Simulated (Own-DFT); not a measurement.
## Calculated data, Hf₃₁O₆₄ (monoclinic hafnia with one vacancy, atoms displaced), Hf₃₂O₆₃ (monoclinic hafnia with one vacancy, atoms displaced)

A calculation, not a measurement: plane-wave PBE density functional theory by an unreviewed code, no spin, of a simulated periodic cell, stress positive in tension, free energy of the whole cell less one offset for each atom, defect cell not probed for a lower state with spin; hafnium file: forces about 75 meV/angstrom off all-electron values; oxygen file: force components 24 meV/angstrom off all-electron in one glass; forces on such cells passed a denser k mesh, this cell's mesh not checked; offsets are fitted by least squares, one for each functional and potential file, so energies compare only between cells with the same atoms and settings and are not formation energies; the far tail of each file's local potential was reset to the Coulomb form; each entry is a single point on an unrelaxed cell, so the pressure reflects the starting lattice, mostly measured values, from which strain is counted, and rises with the displacements; printed positions are rounded, which can move forces by about a meV/angstrom; the program is a retired in-house code; no spin-orbit coupling; before rounding, a Quantum ESPRESSO 7.3.1 run of the same cell and cutoff gave forces within 1 meV/angstrom rms on each cell, which checks the program and not the settings. Program: Own-DFT development build.

Common to all runs: functional PBE; potential files PseudoDojo norm-conserving, scalar-relativistic, standard set; wave cutoff 72 hartree; occupations Fermi-Dirac; smearing width 0.1 eV; k mesh 2 x 2 x 2 centred on Gamma.

(1) Hf₃₁O₆₄ (monoclinic hafnia with one vacancy, atoms displaced)

```
cell vectors (Å)
  10.2340     0.0000     0.0000
   0.0000    10.3500     0.0000
  -1.6955     0.0000    10.4453
atoms (fractions of the cell vectors)
Hf  0.13794  0.02049  0.10889
Hf  0.35885  0.26748  0.14023
Hf  0.36492  0.49017  0.39570
Hf  0.14708  0.22595  0.35343
O   0.03991  0.16860  0.17279
O   0.45877  0.41342  0.06711
O   0.46615  0.33593  0.32865
O   0.03671  0.09026  0.42371
O   0.22842  0.37610  0.24309
O   0.28246  0.12370  0.00765
O   0.27422  0.12484  0.26171
O   0.22168  0.37326  0.48743
Hf  0.14161  0.01716  0.59570
Hf  0.35851  0.26852  0.64414
Hf  0.12728  0.23870  0.85605
O   0.03875  0.16074  0.66256
O   0.46675  0.42462  0.57841
O   0.45292  0.33403  0.82373
O   0.04060  0.08762  0.92868
O   0.21911  0.38611  0.73517
O   0.27686  0.13513  0.51665
O   0.27747  0.12048  0.76032
O   0.22299  0.37780  0.98937
Hf  0.13979  0.51806  0.10734
Hf  0.36735  0.76954  0.13815
Hf  0.35480  0.98103  0.39251
Hf  0.13606  0.73579  0.35786
O   0.03620  0.67206  0.17707
O   0.46051  0.91112  0.07562
O   0.45739  0.83047  0.33041
O   0.03240  0.58274  0.42253
O   0.22075  0.87901  0.23864
O   0.26971  0.62670  0.01117
O   0.27604  0.61838  0.25655
O   0.22020  0.86990  0.48113
Hf  0.13415  0.52433  0.60036
Hf  0.36381  0.77487  0.64474
Hf  0.36480  0.98464  0.89507
Hf  0.13075  0.73547  0.85530
O   0.03448  0.66760  0.66404
O   0.45780  0.91158  0.56799
O   0.46824  0.83495  0.82034
O   0.04000  0.57596  0.93114
O   0.22439  0.86528  0.74634
O   0.27473  0.62312  0.50928
O   0.28839  0.62401  0.74676
O   0.22927  0.88243  0.98612
Hf  0.62877  0.01916  0.09960
Hf  0.86408  0.27030  0.14815
Hf  0.86171  0.48892  0.39961
Hf  0.63989  0.23808  0.34871
O   0.54312  0.15805  0.18234
O   0.96218  0.41408  0.07722
O   0.95948  0.33929  0.32462
O   0.53620  0.08326  0.42814
O   0.72726  0.36833  0.24044
O   0.77937  0.12957  0.01064
O   0.77323  0.12064  0.25758
O   0.73042  0.37026  0.49018
Hf  0.64323  0.02005  0.59847
Hf  0.86809  0.26443  0.64916
Hf  0.85746  0.48175  0.89300
Hf  0.63964  0.22352  0.86025
O   0.53903  0.16363  0.67240
O   0.96243  0.41266  0.56723
O   0.96324  0.33245  0.82117
O   0.54455  0.09779  0.92078
O   0.72814  0.38661  0.73892
O   0.76924  0.12234  0.50982
O   0.77015  0.11950  0.76118
O   0.73071  0.37749  0.99288
Hf  0.64194  0.53009  0.10274
Hf  0.86678  0.77330  0.15461
Hf  0.86956  0.97636  0.40043
Hf  0.63849  0.72311  0.35279
O   0.53543  0.66900  0.18474
O   0.95807  0.91807  0.07555
O   0.96468  0.82834  0.33179
O   0.53523  0.58406  0.41960
O   0.72020  0.87982  0.23527
O   0.78115  0.62540  0.01281
O   0.78291  0.61924  0.26556
O   0.72031  0.86909  0.48460
Hf  0.64126  0.52996  0.60324
Hf  0.86691  0.77472  0.64186
Hf  0.85590  0.98167  0.89666
Hf  0.63483  0.73500  0.85708
O   0.54190  0.66452  0.67389
O   0.95327  0.91417  0.56552
O   0.96610  0.82364  0.82507
O   0.53593  0.58457  0.92404
O   0.71958  0.88106  0.74017
O   0.77376  0.62606  0.50829
O   0.77496  0.61792  0.76305
O   0.71759  0.85757  0.99203
```

The calculation gives: free energy of cell above offsets -74.274 eV; pressure 6.05 GPa; stress xx -6.63 GPa; stress yy -5.26 GPa; stress zz -6.27 GPa; stress yz 0.91 GPa; stress xz -0.24 GPa; stress xy -0.35 GPa.

Force:
```
element  x (eV/Å)  y (eV/Å)  z (eV/Å)
     Hf     0.107    -0.044    -1.308
     Hf     0.648     2.017    -0.552
     Hf    -1.107     -1.82     0.047
     Hf    -1.728     3.294       0.3
      O    -0.084    -0.323     0.178
      O     1.134    -0.668     1.644
      O     0.042    -0.029    -0.627
      O    -0.183    -1.213     0.038
      O    -0.081    -0.246    -0.477
      O    -0.093      0.65     0.962
      O     0.789    -0.929    -0.215
      O     0.312    -0.453    -0.162
     Hf    -0.127     0.762     1.864
     Hf      1.05     3.052      1.76
     Hf     3.813     0.408      0.25
      O    -0.475     0.113     0.867
      O     -0.24    -0.894     0.004
      O      1.52    -1.019     0.033
      O     -1.45    -0.798    -0.729
      O    -0.779    -1.376    -0.732
      O      -0.4    -2.044    -1.564
      O    -0.254    -0.546     -0.28
      O    -1.118    -1.936     0.731
     Hf     0.819      0.22    -0.852
     Hf    -2.741    -1.997     0.942
     Hf     2.876    -0.684     0.122
     Hf     1.238    -3.182    -1.629
      O     0.033    -0.222    -0.165
      O     1.943     1.844    -0.818
      O     0.248     0.275    -0.348
      O     0.789     1.235    -0.373
      O     -0.05     0.201    -0.231
      O    -0.077     2.102     0.607
      O    -0.172     0.716     0.629
      O    -0.423     1.225     1.558
     Hf     1.842    -1.533     1.134
     Hf     0.122    -2.737     0.566
     Hf    -1.182    -0.495    -1.062
     Hf     3.428    -3.407     1.176
      O    -0.672     0.918     0.755
      O     0.844     1.083     0.311
      O    -0.705     1.551     0.645
      O    -0.913     0.874    -1.591
      O     0.041     2.117    -1.673
      O     0.139     1.496    -0.605
      O    -1.775     0.317     0.229
      O     -0.89    -0.892    -0.029
     Hf       2.2    -0.106     2.103
     Hf    -0.154     0.362     0.392
     Hf     0.223    -3.293    -0.563
     Hf     0.257    -1.184     1.829
      O    -2.262     0.588    -1.576
      O     0.802     0.164     0.021
      O     1.445    -0.794     0.101
      O    -1.136     0.115    -1.016
      O    -0.968     2.043    -0.801
      O    -0.016    -0.906    -0.377
      O     0.913    -0.659     0.442
      O    -0.585    -0.095     0.035
     Hf    -1.932    -0.028      0.11
     Hf    -1.478     1.482    -2.139
     Hf     0.387     0.033     0.631
     Hf     1.663     5.643    -2.753
      O    -0.802      0.37     0.173
      O     0.544     -0.29     1.778
      O    -0.552     0.296     0.341
      O    -3.994    -4.488      1.85
      O     0.004    -1.031    -0.113
      O     1.685     0.731     0.159
      O     1.279     0.006     0.257
      O    -0.998    -1.011    -0.315
     Hf    -1.547        -2    -1.597
     Hf    -0.655    -0.827    -1.741
     Hf    -3.026     2.048    -3.285
     Hf     -0.27     2.233     0.787
      O      0.68     -1.13    -1.774
      O     0.645     0.363     0.117
      O    -0.489     0.914     0.349
      O     0.489     0.214     0.224
      O     0.367     -0.28     0.505
      O    -0.025     0.487     0.566
      O    -0.913     0.922    -1.258
      O     0.289    -0.291     0.348
     Hf    -0.378    -2.639     1.221
     Hf    -2.168    -2.073     0.862
     Hf     0.688     -0.44     0.459
     Hf     0.187    -2.855    -1.038
      O    -1.208     1.482    -0.421
      O     2.806     0.721     2.251
      O    -2.347     2.339     0.097
      O      1.19     0.798     0.927
      O     1.148    -0.141     0.098
      O     0.602     1.361     0.476
      O     0.546     1.544    -0.385
      O      0.81      2.32      0.31
```

(2) Hf₃₂O₆₃ (monoclinic hafnia with one vacancy, atoms displaced)

```
cell vectors (Å)
  10.2340     0.0000     0.0000
   0.0000    10.3500     0.0000
  -1.6955     0.0000    10.4453
atoms (fractions of the cell vectors)
Hf  0.13772  0.02642  0.10381
Hf  0.36092  0.27044  0.14361
Hf  0.36262  0.47854  0.39706
Hf  0.13499  0.22835  0.34971
O   0.03479  0.16592  0.18102
O   0.46316  0.41657  0.07901
O   0.46202  0.33208  0.32556
O   0.03968  0.08217  0.42613
O   0.22572  0.37835  0.23817
O   0.27724  0.13172  0.00831
O   0.22261  0.37029  0.48909
Hf  0.13822  0.01917  0.60324
Hf  0.36197  0.27385  0.64859
Hf  0.36330  0.47814  0.89689
Hf  0.13647  0.22607  0.85346
O   0.03362  0.16338  0.66509
O   0.46570  0.41424  0.57188
O   0.46314  0.33789  0.82708
O   0.03544  0.08511  0.92016
O   0.22130  0.38213  0.73726
O   0.26720  0.12783  0.50733
O   0.27424  0.12595  0.76057
O   0.22205  0.37339  0.99441
Hf  0.14132  0.52024  0.10573
Hf  0.36457  0.76669  0.14446
Hf  0.36264  0.98120  0.39326
Hf  0.14053  0.72562  0.35259
O   0.03112  0.66831  0.17113
O   0.45820  0.91478  0.07871
O   0.46047  0.83505  0.32482
O   0.03725  0.58409  0.42571
O   0.22632  0.87989  0.24169
O   0.27599  0.62548  0.01250
O   0.27900  0.62390  0.25845
O   0.22610  0.86930  0.48885
Hf  0.13590  0.52337  0.60260
Hf  0.36122  0.77692  0.64220
Hf  0.36351  0.98248  0.90040
Hf  0.13712  0.73215  0.85642
O   0.03755  0.66591  0.67260
O   0.45662  0.91646  0.58024
O   0.46217  0.83553  0.83043
O   0.03315  0.58178  0.91942
O   0.22983  0.88282  0.73841
O   0.27197  0.62592  0.51044
O   0.27329  0.62037  0.75801
O   0.23101  0.87259  0.99066
Hf  0.63796  0.01562  0.10341
Hf  0.86303  0.27073  0.14544
Hf  0.85972  0.48069  0.39558
Hf  0.63716  0.23017  0.35207
O   0.53954  0.16479  0.16716
O   0.96439  0.41406  0.07660
O   0.95982  0.33472  0.32958
O   0.53457  0.07878  0.42294
O   0.72730  0.38039  0.23960
O   0.77545  0.12675  0.01566
O   0.77861  0.12145  0.26066
O   0.72568  0.36571  0.50000
Hf  0.63987  0.02377  0.59981
Hf  0.86270  0.26444  0.64479
Hf  0.86040  0.47909  0.89350
Hf  0.63618  0.23468  0.85297
O   0.53535  0.16927  0.67280
O   0.95935  0.41280  0.57434
O   0.95383  0.33162  0.82630
O   0.54018  0.08099  0.92893
O   0.72634  0.37690  0.74295
O   0.77610  0.13226  0.50316
O   0.77196  0.12474  0.75596
O   0.72822  0.37248  0.98927
Hf  0.63762  0.51489  0.10754
Hf  0.85691  0.77103  0.14616
Hf  0.86379  0.97948  0.39752
Hf  0.63876  0.73076  0.35470
O   0.53586  0.66660  0.17142
O   0.96694  0.91882  0.07597
O   0.95795  0.83335  0.32899
O   0.53402  0.57912  0.42259
O   0.72748  0.87898  0.23812
O   0.77338  0.62576  0.00899
O   0.77725  0.61956  0.25980
O   0.72557  0.87080  0.49155
Hf  0.63746  0.51653  0.60530
Hf  0.86363  0.77020  0.64755
Hf  0.86490  0.98011  0.89439
Hf  0.64068  0.73201  0.84899
O   0.53813  0.66704  0.67347
O   0.95689  0.91443  0.57351
O   0.95918  0.83647  0.82277
O   0.54074  0.58468  0.92797
O   0.72517  0.87289  0.73708
O   0.77498  0.62782  0.50978
O   0.77521  0.62246  0.76022
O   0.72444  0.86913  0.99302
```

It finds free energy of cell above offsets -94.121 eV; pressure 4.22 GPa; stress xx -4.71 GPa; stress yy -3.91 GPa; stress zz -4.05 GPa; stress yz -0.03 GPa; stress xz -0.3 GPa; stress xy 0.23 GPa.

Force:
```
element  x (eV/Å)  y (eV/Å)  z (eV/Å)
     Hf     0.173    -1.487     0.777
     Hf     0.322    -0.104     0.463
     Hf    -0.598    -0.089    -0.163
     Hf     0.318     0.328     1.868
      O     0.238    -0.549    -1.394
      O     0.096    -0.106    -0.078
      O     0.538    -0.462     -0.03
      O    -0.923    -0.271    -0.739
      O    -0.193    -0.048     0.175
      O    -0.407      0.06     0.503
      O     0.319     0.039    -0.035
     Hf     0.124     -0.08    -0.361
     Hf    -0.865     -0.38    -1.231
     Hf    -0.427     1.713    -0.189
     Hf    -0.115     1.728    -0.692
      O     0.015     0.202     1.106
      O    -0.165    -0.269     0.754
      O     0.557    -0.624    -0.066
      O     -0.16    -0.142     0.157
      O     0.123    -0.614     0.637
      O     1.339     0.342     0.107
      O     0.127    -0.173     0.183
      O     0.171    -0.684    -0.936
     Hf    -1.209     0.204    -0.401
     Hf    -0.552     0.501     0.115
     Hf    -1.376    -0.444      0.03
     Hf    -0.812     0.966     -0.03
      O     0.733    -0.437     0.177
      O     1.351     0.824     0.182
      O     1.189    -0.599     0.551
      O    -0.742     -0.06    -0.817
      O    -0.355     0.905    -0.624
      O    -0.091      0.32    -0.388
      O    -0.434    -0.599     0.421
      O    -0.539    -0.147    -0.337
     Hf    -0.021    -0.922      0.37
     Hf    -0.432    -1.901     1.228
     Hf     0.535    -0.679    -0.927
     Hf     0.454    -0.928    -0.421
      O    -0.709     0.822     0.362
      O      2.13     1.786    -0.568
      O     0.651    -0.319    -0.258
      O     0.658     0.624     0.183
      O    -0.953    -0.132      0.25
      O     0.776     0.449    -0.263
      O     0.144     0.237      0.84
      O    -1.251    -0.297    -0.432
     Hf     0.296     0.447     0.382
     Hf    -0.463     0.068     0.108
     Hf      0.41    -0.295     0.813
     Hf     0.392    -0.254     -0.12
      O    -1.025     0.795      0.74
      O     0.687     0.258     0.185
      O     0.732    -0.363    -0.328
      O     0.512     0.807    -0.292
      O    -0.755    -0.613     0.443
      O     0.527      0.21    -0.837
      O     -0.36     0.008     0.127
      O    -0.652     0.366    -1.577
     Hf    -0.545    -0.704     0.648
     Hf    -0.084     1.353    -0.162
     Hf    -0.102     0.555     0.526
     Hf     0.538    -0.864      0.59
      O     -0.25    -0.172    -0.153
      O     0.863      0.61      0.37
      O     2.027    -1.152     0.149
      O    -0.396      0.57    -1.174
      O    -1.007     0.391    -0.391
      O     -0.54    -0.734     0.565
      O     0.167    -1.051     0.486
      O    -0.888    -0.522     0.143
     Hf     0.533     1.521    -1.007
     Hf     0.859    -0.434    -0.376
     Hf     0.117     0.227    -0.793
     Hf     -0.35    -0.356      0.02
      O     0.329    -0.125     0.447
      O    -0.119    -0.087    -0.111
      O     1.281    -0.732    -0.126
      O     0.622     0.744    -0.301
      O    -1.046    -0.185     0.542
      O     0.384     0.438     0.439
      O    -0.413     0.407     0.094
      O     -0.79     0.065    -0.471
     Hf     0.443     0.606     0.043
     Hf    -0.434    -0.778    -1.031
     Hf    -1.287     0.178     0.698
     Hf    -1.033    -0.625     1.125
      O    -0.619    -0.012    -0.471
      O     1.398     0.613     0.803
      O     1.394    -0.364     0.713
      O    -1.112    -0.518     -0.69
      O    -0.477     1.412     0.019
      O    -0.201     0.044    -0.005
      O     0.378    -0.485     -0.13
      O     0.306     0.228    -0.727
```
